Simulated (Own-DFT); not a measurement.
# Response to strain: wurtzite AlGaN with randomly placed atoms, 128 atoms (Al48Ga16N64)

Calculated results; nothing here was measured. They come from Own-DFT, an in-house plane-wave density functional program, since retired, whose code no person has reviewed. Each row is one single-point run on a periodic cell that was not relaxed, without spin or spin-orbit coupling.

Settings of every run: PBE; PseudoDojo norm-conserving scalar-relativistic files (stringent for Ga); cutoff 96 hartree; 3 x 3 x 3 k mesh centred on Gamma; Gaussian smearing of 0.01 eV.

Known limits: k mesh not checked against a denser one; stress not checked against mesh or cutoff.

Unstrained cell vectors in Å: (12.525, 0.000, 0.000); (-6.262, 10.847, 0.000); (0.000, 0.000, 10.066). The unstrained cell has measured lattice constants (interpolated for alloys), not those of this functional. That, the random moves and any unrelaxed bonds set the pressure at no strain. Each run strains this cell uniformly, with the atoms carried along. Every atom was also moved at random, by a Gaussian of width 0.05 Å on each axis. The random placing of the alloy's atoms differs from row to row. Strain is the symmetric tensor, in per cent. Stress is positive in tension, and the pressure is minus a third of its trace.

```
run,e_xx (%),e_yy (%),e_zz (%),s_xx (GPa),s_yy (GPa),s_zz (GPa),P (GPa),E (meV/atom)
1,-1.25,-1.25,0.00,-12.77,-14.45,-9.35,12.19,26.3
2,-2.50,-2.50,0.00,-21.37,-24.46,-9.75,18.53,50.5
3,-1.75,-1.75,0.00,-16.92,-18.32,-7.73,14.32,22.9
4,-0.75,-0.75,0.00,-10.57,-11.55,-5.90,9.34,2.6
5,-1.50,-1.50,0.00,-15.54,-15.65,-9.75,13.65,36.5
6,0.75,0.75,0.00,-3.60,-0.56,-5.60,3.25,0.0
7,-2.25,-2.25,0.00,-20.29,-19.75,-11.28,17.11,42.0
8,2.50,2.50,0.00,6.98,5.65,-2.90,-3.24,3.5
9,1.75,1.75,0.00,?,?,?,?,?
```

E is the free energy for each atom above the lowest run shown.

## Worked fit

The change of volume is close to e_xx + e_yy + e_zz. A straight line through the runs shown gives P = 7.04 - 217 x (fractional change of volume) GPa, with an error of 7 on the slope and a scatter of 0.65 GPa. The strain isn't the same on all axes and the cell isn't cubic, so the slope belongs to this path and is not the bulk modulus.

## Withheld run

Question: what pressure should run 9 give? Its volume changes by 3.53 %.

The line gives -0.6 GPa. The calculation gave -0.69 GPa.
